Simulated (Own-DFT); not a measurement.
# Computed records: Hf₃₆O₇₁ (tetragonal hafnia with one neutral oxygen vacancy, atoms displaced)

A calculation, not a measurement: plane-wave PBE and HSE06 DFT by an unreviewed code, no spin, of a simulated cell at Gamma alone, so results move with cell size and shape, stress positive in tension, energies less offsets, not probed for a lower state with spin; hafnium file: forces about 75 meV/angstrom off all-electron values; oxygen file: force components 24 meV/angstrom off all-electron in a glass; k mesh not checked against a denser one; forces and stress are PBE's, HSE06 gives the energy alone, and its difference from PBE has offsets of its own; offsets are fitted by least squares, one for each functional and potential file, so energies compare only between cells with the same atoms and settings and are not formation energies; the far tail of each file's local potential was reset to the Coulomb form; each entry is a single point on an unrelaxed cell, so the pressure reflects the starting lattice, taken from the Materials Project, from which strain is counted, and rises with the displacements; printed positions are rounded, which can move forces by about a meV/angstrom; the program is a retired in-house code; no spin-orbit coupling. Program: Own-DFT development build.

Common to all runs: first functional PBE; second functional HSE06; exact exchange share 0.25; screening 0.11 1/bohr; exchange divergence Gygi-Baldereschi; potential files PseudoDojo norm-conserving, scalar-relativistic, made for PBE, standard set; wave cutoff 48 hartree; occupations fixed; k mesh 1 x 1 x 1 centred on Gamma.

(1) Hf₃₆O₇₁ (tetragonal hafnia with one neutral oxygen vacancy, atoms displaced)

```cif
# cell vector a (Å): 10.7800 0.0000 0.0000
# cell vector b (Å): 0.0000 10.7800 0.0000
# cell vector c (Å): 0.0000 0.0000 10.4493
data_Hf36O71
_symmetry_space_group_name_H-M 'P 1'
_symmetry_Int_Tables_number 1
_cell_length_a 10.7800
_cell_length_b 10.7800
_cell_length_c 10.4493
_cell_angle_alpha 90.000
_cell_angle_beta 90.000
_cell_angle_gamma 90.000
_cell_volume 1214.30
loop_
_atom_site_label
_atom_site_type_symbol
_atom_site_fract_x
_atom_site_fract_y
_atom_site_fract_z
_atom_site_occupancy
Hf1 Hf 0.99831 0.00321 0.00323 1
Hf2 Hf 0.16182 0.16487 0.25141 1
O1 O 0.00216 0.16887 0.15128 1
O2 O 0.16750 0.99942 0.34472 1
O3 O 0.99851 0.16449 0.39490 1
O4 O 0.16383 0.99732 0.09334 1
Hf3 Hf 0.99801 0.00198 0.50251 1
Hf4 Hf 0.16635 0.16713 0.75153 1
O5 O 0.00166 0.16983 0.65001 1
O6 O 0.16794 0.00027 0.84788 1
O7 O 0.00426 0.16465 0.90396 1
O8 O 0.16512 0.99878 0.59999 1
Hf5 Hf 0.99395 0.33562 0.99959 1
Hf6 Hf 0.17122 0.50036 0.25467 1
O9 O 0.00089 0.49844 0.14861 1
O10 O 0.16666 0.33522 0.34509 1
O11 O 0.99756 0.50207 0.40059 1
O12 O 0.16729 0.33478 0.10113 1
Hf7 Hf 0.99633 0.32956 0.49842 1
Hf8 Hf 0.16672 0.49941 0.75226 1
O13 O 0.00176 0.50270 0.65846 1
O14 O 0.16319 0.33592 0.84634 1
O15 O 0.00017 0.49860 0.89713 1
O16 O 0.16421 0.33255 0.59721 1
Hf9 Hf 0.00362 0.66415 0.99895 1
Hf10 Hf 0.16725 0.83389 0.25246 1
O17 O 0.00353 0.83265 0.15044 1
O18 O 0.16611 0.66468 0.34933 1
O19 O 0.00246 0.83702 0.40351 1
O20 O 0.17295 0.66802 0.10154 1
Hf11 Hf 0.99713 0.66417 0.50130 1
Hf12 Hf 0.16692 0.83327 0.75484 1
O21 O 0.99620 0.83567 0.64705 1
O22 O 0.16506 0.66297 0.84530 1
O23 O 0.00130 0.83516 0.90362 1
O24 O 0.16323 0.66390 0.60475 1
Hf13 Hf 0.33161 0.00084 0.00109 1
Hf14 Hf 0.50191 0.16493 0.25227 1
O25 O 0.33006 0.16209 0.14910 1
O26 O 0.49952 0.99904 0.34808 1
O27 O 0.33801 0.16797 0.40257 1
O28 O 0.50476 0.00046 0.09567 1
Hf15 Hf 0.33103 0.00044 0.50120 1
Hf16 Hf 0.49779 0.16301 0.75092 1
O29 O 0.33333 0.17224 0.65096 1
O30 O 0.50183 0.99893 0.85169 1
O31 O 0.33078 0.17077 0.90266 1
O32 O 0.49851 0.99581 0.59821 1
Hf17 Hf 0.33189 0.32984 0.99761 1
Hf18 Hf 0.49983 0.50144 0.24921 1
O33 O 0.33212 0.49973 0.15255 1
O34 O 0.49917 0.32917 0.34598 1
O35 O 0.33695 0.49782 0.40506 1
O36 O 0.50177 0.33531 0.09307 1
Hf19 Hf 0.33527 0.32600 0.49891 1
Hf20 Hf 0.49903 0.49911 0.75218 1
O37 O 0.32955 0.50351 0.65138 1
O38 O 0.50248 0.32812 0.84896 1
O39 O 0.33583 0.49870 0.90288 1
O40 O 0.50314 0.33057 0.59914 1
Hf21 Hf 0.33251 0.66590 0.99642 1
Hf22 Hf 0.50365 0.83617 0.24771 1
O41 O 0.33511 0.83134 0.15350 1
O42 O 0.49903 0.66331 0.34738 1
O43 O 0.33179 0.83263 0.40873 1
O44 O 0.49624 0.66734 0.09803 1
Hf23 Hf 0.33411 0.66566 0.49994 1
Hf24 Hf 0.49841 0.83652 0.74993 1
O45 O 0.33018 0.83280 0.65751 1
O46 O 0.50267 0.66553 0.84788 1
O47 O 0.33860 0.82640 0.90063 1
O48 O 0.49821 0.66853 0.59912 1
Hf25 Hf 0.66659 0.00242 0.00156 1
Hf26 Hf 0.83414 0.16888 0.24889 1
O49 O 0.66941 0.16817 0.15150 1
O50 O 0.83109 0.99924 0.34923 1
O51 O 0.67254 0.16873 0.40131 1
O52 O 0.82955 0.99699 0.09982 1
Hf27 Hf 0.66662 0.99801 0.50177 1
Hf28 Hf 0.83317 0.16428 0.75089 1
O53 O 0.66662 0.16660 0.65446 1
O54 O 0.83802 0.99860 0.84546 1
O55 O 0.66863 0.16825 0.90696 1
O56 O 0.83568 0.00600 0.59867 1
Hf29 Hf 0.66845 0.33128 0.00326 1
Hf30 Hf 0.83026 0.49719 0.25114 1
O57 O 0.66647 0.49877 0.15579 1
O58 O 0.82765 0.33559 0.34334 1
O59 O 0.67083 0.49529 0.40192 1
O60 O 0.83304 0.33490 0.10092 1
Hf31 Hf 0.66528 0.33345 0.49968 1
Hf32 Hf 0.83258 0.50088 0.75150 1
O61 O 0.66499 0.50003 0.64900 1
O62 O 0.83391 0.33679 0.84480 1
O63 O 0.66670 0.49887 0.90333 1
Hf33 Hf 0.66816 0.66687 0.99947 1
Hf34 Hf 0.83110 0.83443 0.24813 1
O64 O 0.67275 0.83101 0.15191 1
O65 O 0.83103 0.66663 0.35016 1
O66 O 0.66733 0.83213 0.40159 1
O67 O 0.83041 0.66346 0.09626 1
Hf35 Hf 0.66760 0.66740 0.49740 1
Hf36 Hf 0.83395 0.83592 0.74727 1
O68 O 0.66529 0.83293 0.64743 1
O69 O 0.83173 0.66369 0.84787 1
O70 O 0.66207 0.83475 0.90208 1
O71 O 0.83390 0.66609 0.59554 1
```

The calculation gives: PBE energy of cell above offsets -101.172 eV; HSE06 less PBE above offsets -0.166 eV; PBE pressure 0.62 GPa; PBE stress xx 0.39 GPa; PBE stress yy -1.04 GPa; PBE stress zz -1.21 GPa; PBE stress yz -0.3 GPa; PBE stress xz 0.21 GPa; PBE stress xy -0.02 GPa.

Force:
```
element  x (eV/Å)  y (eV/Å)  z (eV/Å)
     Hf    -0.129    -1.013    -0.326
     Hf     0.797     1.045    -0.612
      O    -0.831    -0.367    -0.263
      O     0.377     0.508     0.511
      O     0.035     0.514     0.575
      O     0.578     0.106     0.411
     Hf     0.284    -0.875    -0.487
     Hf    -0.154     0.639    -0.153
      O      -0.6     0.207     0.118
      O     0.509     0.015     0.137
      O    -0.406      0.57    -0.266
      O     0.278     0.387    -0.275
     Hf     1.681     0.484     0.182
     Hf    -0.531    -0.081    -1.091
      O    -0.051     0.213     0.263
      O     0.032    -1.041     0.597
      O    -0.098    -0.984     0.504
      O    -0.302     -0.33    -0.891
     Hf     0.347     0.765     0.371
     Hf      0.11     0.038    -1.055
      O    -1.087    -0.575    -0.948
      O       0.3    -1.002     0.384
      O    -0.186     0.257     0.923
      O     0.121    -0.203    -0.579
     Hf    -0.175      0.05     0.627
     Hf    -0.263    -0.994    -0.292
      O    -0.739    -0.088     0.449
      O     0.192     0.579     0.234
      O    -0.015    -0.396    -0.047
      O     -1.02     0.004    -0.659
     Hf     0.869     0.459     -0.08
     Hf    -0.706    -0.567    -0.878
      O     0.373     0.117     0.902
      O    -0.024      0.89     1.198
      O     0.045    -0.363    -0.148
      O     0.263     0.537    -1.018
     Hf     0.039    -0.231     0.089
     Hf     -0.38     0.424    -0.681
      O     0.678    -0.253     0.464
      O     0.196      0.17     0.084
      O    -0.305    -1.199     -0.32
      O    -0.789    -0.174      0.61
     Hf    -0.185    -0.509     0.009
     Hf     0.419     1.005    -0.029
      O    -0.057    -0.593     0.184
      O    -0.467     0.677    -0.331
      O     0.037    -1.552     -0.61
      O    -0.111     0.368     0.075
     Hf    -0.137     1.269      1.13
     Hf    -0.618    -0.453    -0.251
      O     0.587    -0.104     0.273
      O     0.094     0.438    -0.022
      O    -0.129    -0.099    -0.227
      O    -0.464    -0.355     0.476
     Hf    -0.329     1.687     0.766
     Hf    -0.182     0.015    -0.262
      O     1.009    -0.335       0.4
      O    -0.159     0.258    -0.491
      O     0.006    -0.261    -0.222
      O    -0.706     0.038    -0.265
     Hf     0.463    -0.686     0.863
     Hf    -0.349    -1.153    -0.076
      O     0.126      0.91      0.23
      O     0.267     0.993     0.016
      O     0.111     0.508     -0.42
      O     0.926    -0.018    -0.042
     Hf    -0.654    -0.705     0.885
     Hf     0.176    -1.325     0.151
      O     0.209     0.334    -0.229
      O     0.036     0.036     -0.37
      O    -0.513     1.608     0.133
      O     0.361     0.046    -0.369
     Hf     0.124    -0.522    -0.587
     Hf    -0.217    -0.485     0.587
      O    -0.419    -0.054     0.262
      O    -0.055      0.15    -0.198
      O    -0.513    -0.796      0.25
      O     0.849     0.392    -0.062
     Hf     0.403     0.321    -0.387
     Hf     0.053     0.653     -0.38
      O    -0.011    -0.137     0.139
      O    -0.307     0.167      0.35
      O     0.389    -0.637    -0.561
      O    -0.853    -0.208      0.18
     Hf    -0.848     0.819    -0.458
     Hf     0.839     1.345    -0.259
      O    -0.248     0.079    -0.372
      O     0.744    -1.039      0.82
      O    -0.424     0.788     0.074
      O     0.088    -0.289    -0.247
     Hf     0.676     0.122     0.419
     Hf    -0.068     0.295    -0.697
      O     0.345    -0.309     0.377
      O     0.166    -1.217     -0.03
      O    -0.043    -0.169     0.151
     Hf    -0.636    -0.129    -0.326
     Hf     1.464    -0.457     0.621
      O    -1.514      0.05    -0.137
      O    -0.052      0.26    -0.483
      O    -0.283     0.519    -0.226
      O     0.966     0.159    -0.044
     Hf    -0.184      -0.8     0.417
     Hf    -0.017    -1.024     0.189
      O     0.583     0.389     0.333
      O     0.053     1.267    -0.106
      O     0.403     0.133     0.042
      O    -0.549     0.092     0.413
```

(2) Hf₃₆O₇₁ (tetragonal hafnia with one neutral oxygen vacancy, atoms displaced)

```cif
# cell vector a (Å): 10.7800 0.0000 0.0000
# cell vector b (Å): 0.0000 10.7800 0.0000
# cell vector c (Å): 0.0000 0.0000 10.4493
data_Hf36O71
_symmetry_space_group_name_H-M 'P 1'
_symmetry_Int_Tables_number 1
_cell_length_a 10.7800
_cell_length_b 10.7800
_cell_length_c 10.4493
_cell_angle_alpha 90.000
_cell_angle_beta 90.000
_cell_angle_gamma 90.000
_cell_volume 1214.30
loop_
_atom_site_label
_atom_site_type_symbol
_atom_site_fract_x
_atom_site_fract_y
_atom_site_fract_z
_atom_site_occupancy
Hf1 Hf 0.00391 0.99614 0.99828 1
Hf2 Hf 0.16892 0.17088 0.24909 1
O1 O 0.99811 0.16751 0.15372 1
O2 O 0.00263 0.16826 0.40182 1
O3 O 0.16657 0.00193 0.09902 1
Hf3 Hf 0.00158 0.99710 0.50225 1
Hf4 Hf 0.16595 0.16567 0.75207 1
O4 O 0.99575 0.16492 0.65019 1
O5 O 0.16354 0.99790 0.85067 1
O6 O 0.99967 0.17063 0.89719 1
O7 O 0.16426 0.00154 0.59526 1
Hf5 Hf 0.99936 0.32759 0.00549 1
Hf6 Hf 0.16307 0.49923 0.25489 1
O8 O 0.99687 0.50019 0.15538 1
O9 O 0.16789 0.33488 0.34576 1
O10 O 0.00085 0.50216 0.40263 1
O11 O 0.16887 0.33365 0.09851 1
Hf7 Hf 0.00244 0.32974 0.49963 1
Hf8 Hf 0.16787 0.50079 0.74895 1
O12 O 0.99938 0.49967 0.65754 1
O13 O 0.16738 0.33327 0.84831 1
O14 O 0.99836 0.50026 0.89898 1
O15 O 0.16224 0.33252 0.59659 1
Hf9 Hf 0.99697 0.66750 0.99926 1
Hf10 Hf 0.16104 0.82647 0.25085 1
O16 O 0.99409 0.83269 0.15079 1
O17 O 0.16623 0.66917 0.34752 1
O18 O 0.99986 0.83304 0.40254 1
O19 O 0.16791 0.66591 0.09796 1
Hf11 Hf 0.99474 0.66629 0.50019 1
Hf12 Hf 0.16570 0.83395 0.74630 1
O20 O 0.00210 0.83468 0.65173 1
O21 O 0.16784 0.66796 0.85101 1
O22 O 0.99788 0.82664 0.90791 1
O23 O 0.16779 0.66497 0.59901 1
Hf13 Hf 0.33406 0.99967 0.00252 1
Hf14 Hf 0.50434 0.16615 0.24234 1
O24 O 0.33463 0.16768 0.15196 1
O25 O 0.50143 0.00468 0.35151 1
O26 O 0.33304 0.16519 0.40007 1
O27 O 0.50333 0.00107 0.10047 1
Hf15 Hf 0.33669 0.99942 0.50304 1
Hf16 Hf 0.50288 0.16479 0.75054 1
O28 O 0.33263 0.16633 0.65775 1
O29 O 0.49933 0.00553 0.84882 1
O30 O 0.33422 0.16830 0.90665 1
O31 O 0.50238 0.00049 0.59906 1
Hf17 Hf 0.33064 0.33725 0.99610 1
Hf18 Hf 0.50415 0.50057 0.24923 1
O32 O 0.33423 0.49882 0.14984 1
O33 O 0.50275 0.33375 0.35019 1
O34 O 0.33519 0.50070 0.40527 1
O35 O 0.49911 0.33076 0.09619 1
Hf19 Hf 0.33492 0.32929 0.49946 1
Hf20 Hf 0.49707 0.49966 0.74869 1
O36 O 0.32777 0.50209 0.64671 1
O37 O 0.50227 0.33109 0.84385 1
O38 O 0.33148 0.49880 0.90301 1
O39 O 0.50538 0.33443 0.59894 1
Hf21 Hf 0.33854 0.66638 0.00128 1
Hf22 Hf 0.50006 0.83482 0.25220 1
O40 O 0.32930 0.83559 0.14976 1
O41 O 0.50193 0.66846 0.34509 1
O42 O 0.33604 0.83878 0.39922 1
O43 O 0.50048 0.66619 0.09556 1
Hf23 Hf 0.33622 0.67070 0.49943 1
Hf24 Hf 0.50081 0.83128 0.75462 1
O44 O 0.33155 0.82958 0.65568 1
O45 O 0.50170 0.66915 0.84577 1
O46 O 0.33580 0.83452 0.90242 1
O47 O 0.49892 0.66911 0.59472 1
Hf25 Hf 0.66981 0.99994 0.99505 1
Hf26 Hf 0.83173 0.16202 0.24658 1
O48 O 0.66973 0.16360 0.15011 1
O49 O 0.82814 0.99639 0.34691 1
O50 O 0.66776 0.16634 0.39642 1
O51 O 0.83192 0.00165 0.09924 1
Hf27 Hf 0.66349 0.99979 0.49586 1
Hf28 Hf 0.83275 0.16460 0.75519 1
O52 O 0.66389 0.16678 0.65555 1
O53 O 0.83062 0.00070 0.84511 1
O54 O 0.66845 0.16696 0.90161 1
O55 O 0.83431 0.99804 0.59697 1
Hf29 Hf 0.66668 0.33386 0.99923 1
Hf30 Hf 0.83410 0.50565 0.24282 1
O56 O 0.66623 0.50180 0.16057 1
O57 O 0.83829 0.33137 0.34533 1
O58 O 0.66080 0.50140 0.40629 1
O59 O 0.83633 0.33226 0.09508 1
Hf31 Hf 0.67191 0.33430 0.49780 1
Hf32 Hf 0.83040 0.49935 0.75456 1
O60 O 0.66818 0.49684 0.65552 1
O61 O 0.83515 0.33636 0.84933 1
O62 O 0.66622 0.50078 0.90764 1
O63 O 0.83270 0.33503 0.59640 1
Hf33 Hf 0.66544 0.66946 0.00032 1
Hf34 Hf 0.83615 0.82840 0.24903 1
O64 O 0.66477 0.83166 0.15050 1
O65 O 0.83371 0.66415 0.34236 1
O66 O 0.66670 0.83433 0.40285 1
O67 O 0.83548 0.66620 0.09448 1
Hf35 Hf 0.66750 0.66482 0.50644 1
Hf36 Hf 0.83091 0.83606 0.75017 1
O68 O 0.66793 0.83770 0.65194 1
O69 O 0.83473 0.66771 0.84665 1
O70 O 0.66447 0.83269 0.90139 1
O71 O 0.83375 0.66441 0.59507 1
```

It finds PBE energy of cell above offsets -100.892 eV; HSE06 less PBE above offsets -0.157 eV; PBE pressure 1.22 GPa; PBE stress xx -1.06 GPa; PBE stress yy -0.69 GPa; PBE stress zz -1.92 GPa; PBE stress yz 0.12 GPa; PBE stress xz 0.14 GPa; PBE stress xy -0.07 GPa.

Force:
```
element  x (eV/Å)  y (eV/Å)  z (eV/Å)
     Hf    -0.069     0.574     0.585
     Hf    -0.129    -1.217     0.227
      O     0.689     0.068    -0.577
      O     0.462    -1.074     0.008
      O    -0.482     0.006    -0.093
     Hf    -0.646     1.079    -0.712
     Hf    -0.453     0.618      -0.2
      O     0.531     0.026     0.496
      O    -0.197     0.101    -0.222
      O      -0.1    -1.255       0.6
      O     1.024    -0.163     0.071
     Hf     0.519     1.184     -1.03
     Hf     0.813     0.518    -0.791
      O     0.917    -0.025    -0.471
      O     0.044    -0.103     0.445
      O     0.216    -0.138     0.126
      O    -0.619    -0.028     0.103
     Hf    -1.207     0.427    -0.035
     Hf    -1.135     0.405     0.361
      O    -0.212     0.262    -0.446
      O     0.262    -0.156    -0.181
      O     0.057    -0.168     1.182
      O     1.225    -0.274     0.154
     Hf     1.591    -1.803    -0.375
     Hf      0.66     1.497    -0.508
      O     1.151      0.08     -0.05
      O     0.166    -0.616     0.371
      O     0.107      -0.3    -0.339
      O    -0.365     0.095     0.042
     Hf     1.514    -0.627     0.336
     Hf      0.25    -1.129     0.768
      O    -0.771    -0.111     0.238
      O      0.13     0.179     -0.66
      O     -0.12     1.924    -0.929
      O    -0.501     0.401    -0.516
     Hf     0.215     0.221     0.254
     Hf    -0.466     0.426     0.927
      O    -0.101    -0.257     0.217
      O      0.06    -0.657    -0.335
      O    -0.592    -0.164     0.501
      O    -0.148    -0.084    -0.388
     Hf    -0.333     0.589     -0.61
     Hf    -0.444     0.631    -0.314
      O     0.074     0.044    -0.561
      O     0.216    -1.422     0.247
      O    -0.375    -0.466    -0.248
      O    -0.538    -0.202      0.18
     Hf     0.132    -0.757      0.84
     Hf    -1.624    -0.529     1.005
      O     0.032     0.177      0.53
      O    -0.313    -0.277    -0.726
      O    -0.147      0.05    -0.192
      O     0.664     0.174     -0.16
     Hf      0.43     0.764     0.104
     Hf    -0.107    -0.925    -0.508
      O      1.47    -0.263     0.793
      O    -0.004     0.924       0.4
      O     0.653     0.816    -0.876
      O    -1.069     0.169    -0.335
     Hf     -1.84      0.17     0.077
     Hf    -0.265     0.577    -0.182
      O      0.64     -0.18     0.505
      O    -0.299     0.043     0.031
      O      -0.3    -0.449     0.395
      O      0.35      0.01     0.189
     Hf    -1.022     -0.77    -0.299
     Hf    -0.357     1.286     -0.59
      O     0.587     0.407    -0.484
      O    -0.043    -0.978     0.263
      O     0.381     0.034     0.011
      O     0.505    -0.078     0.763
     Hf    -0.467     0.304     1.161
     Hf     0.304     0.214     1.174
      O    -0.344     0.412    -0.632
      O     0.395     0.055    -0.229
      O     0.131     0.226     0.547
      O     0.526     -0.21     -0.92
     Hf     0.935     0.419     0.013
     Hf     0.012     1.293    -1.416
      O     1.101    -0.144    -0.405
      O     0.186    -0.709     0.842
      O      0.17     0.146     0.166
      O    -0.541    -0.065     0.092
     Hf     0.025      -0.4     0.069
     Hf     0.252    -1.851     1.415
      O     0.365    -0.094    -1.355
      O    -0.481     0.692     -0.38
      O     0.392     0.284     0.096
      O    -1.238     0.181     0.181
     Hf    -0.457    -0.516    -0.224
     Hf     1.485    -0.273    -0.263
      O    -0.817      0.78     0.086
      O    -0.523    -0.808     -0.01
      O    -0.137     0.223    -0.074
      O     0.406    -0.085      0.16
     Hf     0.312    -0.073     0.168
     Hf    -1.383      1.37     0.336
      O     0.527    -0.287     0.086
      O     0.024     0.469     0.786
      O    -0.224    -0.904     0.151
      O    -1.167    -0.163     0.444
     Hf    -0.444     0.295    -1.207
     Hf     0.451    -0.349    -0.657
      O    -0.326    -0.643     0.397
      O    -0.542     0.358    -0.088
      O     0.115     0.193    -0.313
      O    -0.362     0.343     0.401
```
